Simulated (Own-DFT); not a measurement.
# One host, several defects: D0_22 TiAl3

No measurement is shown. These are fixed-geometry runs of a retired plane-wave code named Own-DFT, which no person has reviewed; spin and spin-orbit coupling are neglected.

All runs used: PBEsol; PseudoDojo norm-conserving scalar-relativistic files, made for PBE; cutoff 42 hartree; 4 x 4 x 4 k mesh centred on Gamma; cold (Marzari-Vanderbilt) smearing of 0.2 eV.

Known weak points: forces on such cells failed a check on a denser k mesh; stress not checked against mesh or cutoff.

All runs share one cell, with vectors in Å (-2.365, -6.981, 4.326); (-7.667, 3.491, 1.442); (-2.950, -3.488, -7.241) and a volume of 625.4 Å³. u is the rms random offset of the atoms per axis. The defect's site can differ from row to row.

| cell | formula | u (Å) | P (GPa) |
|---|---|---|---|
| no defect | Al30Ti10 | 0.0198 | 0.08 |
| no defect | Al30Ti10 | 0.0210 | 0.09 |
| no defect | Al30Ti10 | 0.0481 | 0.70 |
| two Al on a Ti site each | Al32Ti8 | 0.0281 | 1.17 |
| two Al on a Ti site each | Al32Ti8 | 0.0293 | 1.21 |
| two Al on a Ti site each | Al32Ti8 | 0.0439 | 1.40 |
| two Ti on an Al site each | Al28Ti12 | 0.0266 | 1.21 |
| two Ti on an Al site each | Al28Ti12 | 0.0478 | 1.47 |
| two Ti on an Al site each | Al28Ti12 | 0.0552 | 1.92 |
| two Al vacancies | Al28Ti10 | 0.0277 | -0.61 |
| two Al vacancies | Al28Ti10 | 0.0303 | -0.58 |
| two Al vacancies | Al28Ti10 | 0.0490 | ? |
| two Al vacancies | Al28Ti10 | 0.0505 | -0.39 |

## What the rows give

P = P0 + c u² + a shift for each defect gives P0 = 0.03 GPa, c = 246 ± 38 GPa/Å² and a scatter of 0.11 GPa. The shifts, and each times the cell's volume:

- two Ti on an Al site each: 1.01 ± 0.10 GPa, 3.9 eV (2.0 eV for each of its 2 sites)
- two Al on a Ti site each: 0.93 ± 0.09 GPa, 3.6 eV (1.8 eV for each of its 2 sites)
- two Al vacancies: -0.91 ± 0.09 GPa, -3.5 eV (-1.8 eV for each of its 2 sites)

A positive shift means that the defect pushes the cell outwards. Shift times volume (160.2 GPa Å³ is 1 eV) depends little on the cell's size, so, taken for each site, it can be compared between cells at like pressure. The atoms around the defects weren't relaxed, which would change these numbers.

## Prediction

Question: what pressure belongs in the blank (two Al vacancies, u = 0.0490 Å)?

From the fit: -0.28 ± 0.13 GPa. DFT gave -0.13 GPa.
